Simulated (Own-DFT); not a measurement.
# How strain changes the stress of diamond silicon, 64 atoms (Si64)

All numbers below are calculated, not measured. The program, named Own-DFT, is a retired in-house plane-wave density functional code that no person has reviewed. Each row is one single-point run on a periodic cell that was not relaxed, without spin or spin-orbit coupling.

Settings of every run: PBE; PseudoDojo norm-conserving scalar-relativistic files; cutoff 20 hartree; 3 x 3 x 3 k mesh centred on Gamma; Fermi-Dirac smearing of 0.1 eV.

Known limits: k mesh not checked against a denser one; stress not checked against mesh or cutoff.

Unstrained cell vectors in Å: (10.862, 0.000, 0.000); (0.000, 10.862, 0.000); (0.000, 0.000, 10.862). The unstrained cell has measured lattice constants (interpolated for alloys), not those of this functional. That, the random moves and any unrelaxed bonds set the pressure at no strain. Each run strains this cell uniformly, with the atoms carried along. Every atom was also moved at random, by a Gaussian of width 0.05 Å on each axis. Strain is the symmetric tensor, in per cent. Stress is positive in tension, and the pressure is minus a third of its trace.

| run | e_xx (%) | e_yy (%) | e_zz (%) | e_yz (%) | e_xz (%) | e_xy (%) | s_xx (GPa) | s_yy (GPa) | s_zz (GPa) | s_yz (GPa) | s_xz (GPa) | s_xy (GPa) | P (GPa) | E (meV/atom) |
|---|---|---|---|---|---|---|---|---|---|---|---|---|---|---|
| 1 | 0.95 | -0.99 | -0.86 | -1.07 | 1.09 | -1.74 | -2.67 | -4.59 | -4.41 | -3.04 | 1.88 | -3.45 | 3.89 | 40.1 |
| 2 | 1.31 | 0.49 | -1.12 | 0.86 | -1.33 | 0.83 | -1.11 | -1.72 | -3.20 | 1.97 | -2.54 | 1.93 | 2.01 | 18.3 |
| 3 | -0.67 | -1.95 | 0.70 | -0.06 | 0.91 | -0.01 | -4.85 | -5.94 | -3.46 | -0.17 | 2.78 | 0.12 | 4.75 | 33.2 |
| 4 | 1.57 | 0.63 | -0.32 | -1.66 | -1.03 | 1.87 | -0.30 | -1.28 | -2.04 | -3.95 | -1.99 | 2.91 | 1.21 | 30.9 |
| 5 | -1.37 | 1.83 | -1.37 | -0.20 | -0.62 | 0.41 | -4.49 | -1.42 | -4.47 | -0.75 | -1.89 | 1.03 | 3.46 | 16.2 |
| 6 | -0.10 | 1.00 | -0.42 | 1.98 | -0.91 | 0.38 | -2.42 | -1.46 | -2.63 | 3.67 | -1.85 | 0.49 | 2.17 | 20.5 |
| 7 | 1.44 | -0.13 | 0.24 | -0.22 | 0.00 | 0.73 | -0.01 | -1.57 | -1.17 | -0.46 | 0.38 | 1.25 | 0.92 | 0.0 |
| 8 | -0.16 | 1.20 | -1.74 | -1.47 | 1.31 | -1.62 | -3.73 | -2.33 | -5.07 | -3.90 | 1.81 | -3.56 | 3.71 | 43.7 |
| 9 | 1.03 | 0.40 | 1.91 | 1.21 | -1.26 | 0.53 | 0.25 | -0.22 | 1.09 | 1.99 | -3.12 | 1.41 | -0.37 | 14.1 |
| 10 | -1.43 | -0.48 | -1.20 | -0.82 | -1.64 | -1.04 | -6.44 | -5.72 | -6.23 | -2.12 | -3.94 | -3.03 | 6.13 | 46.0 |
| 11 | 1.74 | 1.81 | -1.31 | 0.35 | -2.00 | 1.47 | 0.24 | 0.45 | -2.14 | 0.97 | -3.46 | 2.23 | 0.49 | 15.3 |
| 12 | 0.76 | 0.71 | 1.62 | 0.77 | 1.52 | -1.05 | -0.16 | -0.09 | 0.70 | 2.18 | 2.19 | -1.90 | -0.15 | 19.5 |
| 13 | -0.89 | -0.39 | -0.98 | -1.44 | 0.23 | -1.31 | -5.03 | -4.59 | -5.20 | -3.93 | -0.13 | -2.26 | 4.94 | 29.5 |
| 14 | 0.71 | -0.73 | -1.43 | 0.41 | -0.99 | 1.36 | -3.26 | -4.39 | -5.14 | 1.97 | -3.08 | 2.72 | 4.26 | 34.5 |
| 15 | 0.82 | -0.13 | 1.52 | 0.70 | -0.95 | 1.58 | -0.57 | -1.22 | 0.24 | 1.38 | -1.92 | 2.48 | 0.52 | 10.8 |
| 16 | -0.42 | -0.34 | -1.94 | -1.17 | 0.59 | 0.74 | -4.97 | -4.80 | -6.14 | -2.25 | 1.23 | 1.70 | 5.30 | 24.4 |
| 17 | -0.44 | 0.27 | -1.77 | 0.27 | -1.70 | 0.78 | ? | ? | ? | ? | ? | ? | ? | ? |

E is the free energy for each atom above the lowest run shown.

## Worked fit

Each stress component was fitted by least squares to a constant and the strains of the runs shown, as fractions, with shears doubled. Shear strains stay in the fit of a normal stress only where such slopes are resolved. The slopes, in GPa:

| stress | at no strain | per e_xx | per e_yy | per e_zz | scatter |
|---|---|---|---|---|---|
| s_xx | -2.8 | 159 ± 5 | 70 ± 5 | 68 ± 5 | 0.21 |
| s_yy | -2.8 | 67 ± 6 | 165 ± 6 | 69 ± 5 | 0.23 |
| s_zz | -2.8 | 70 ± 6 | 73 ± 6 | 158 ± 5 | 0.22 |

Each shear stress against twice its own strain: yz 119 ± 8, xz 104 ± 10, xy 101 ± 7 GPa. These are stiffnesses along x, y and z of the frame in which the cell vectors are given, which need not be the crystal's axes. The atoms are held to the strained lattice; where symmetry lets them move under strain, relaxing them would lower some slopes. The table should be nearly symmetric about its diagonal, and what it lacks of that shows the noise. A ninth of its sum, 100 ± 2 GPa, estimates the bulk modulus near the mean pressure of these runs, 2.7 GPa, so it lies above the value at zero pressure.

## Withheld run

Question: what normal stresses and pressure should run 17 give?

The fit gives s_xx = -4.5, s_yy = -3.9, s_zz = -5.7 and P = 4.7 GPa. The calculation gave -4.59, -3.88, -5.75 and P = 4.74 GPa.
